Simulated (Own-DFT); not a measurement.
# A layer strained by its substrate: wurtzite AlGaN with randomly placed atoms, 72 atoms (Al27Ga9N36)

The numbers are computed, not measured, by runs of the plane-wave DFT program Own-DFT (in-house, retired, unreviewed) at fixed positions, with no spin and no spin-orbit coupling.

All runs used: PBE; PseudoDojo norm-conserving scalar-relativistic files (stringent for Ga); cutoff 96 hartree; 4 x 4 x 3 k mesh centred on Gamma; Gaussian smearing of 0.01 eV.

Keep in mind: forces on such cells passed a denser k mesh, each cell not checked; stress not checked against mesh or cutoff.

Unstrained cell vectors in Å: (9.394, 0.000, 0.000); (-4.697, 8.135, 0.000); (0.000, 0.000, 10.066). The unstrained cell has measured lattice constants (interpolated for alloys), not those of this functional. That, the random moves and any unrelaxed bonds set the pressure at no strain. Each run strains x and y alike by e, as a substrate would, and holds the height along z. Each coordinate of each atom was shifted by a normal deviate of width 0.05 Å. The random placing of the alloy's atoms differs from row to row. Stress is positive in tension.

| e (%) | u (Å) | (s_xx + s_yy)/2 (GPa) | s_zz (GPa) |
|---|---|---|---|
| -2.75 | 0.051 | -24.54 | -12.44 |
| -1.75 | 0.049 | -16.45 | -10.53 |
| -1.50 | 0.051 | -15.47 | -9.53 |
| -1.25 | 0.051 | -14.31 | -8.67 |
| -1.00 | 0.054 | -12.88 | -8.28 |
| -0.25 | 0.050 | -8.97 | -3.64 |
| 1.75 | 0.051 | 2.82 | -4.36 |
| 2.00 | 0.051 | ? | ? |
| 2.25 | 0.053 | 5.38 | -4.35 |
| 2.75 | 0.050 | 7.15 | -2.40 |

## Analysis

With e as a fraction, the in-plane stress is -6.7 + 572 e - 2100 e² GPa (errors 11 and 797, scatter 0.59), and s_zz is -6.8 + 164 e GPa (slope ± 28, scatter 1.54). At e = 0 the first slope is C11 + C12 and the second 2 C13, both with the ions held to the strained lattice and at the cell's own pressure. A free layer would change its height as e changes, and the in-plane slope would drop by 2 C13²/C33 to the biaxial modulus. At fixed height, a misfit of 1 % moves the in-plane stress by about 5.7 GPa and s_zz by 1.6 GPa.

## Prediction

Asked: what are the two stresses at e = 2.00 %?

The fitted form gives 3.9 and -3.5 GPa. DFT gave 3.98 and -4.33 GPa.
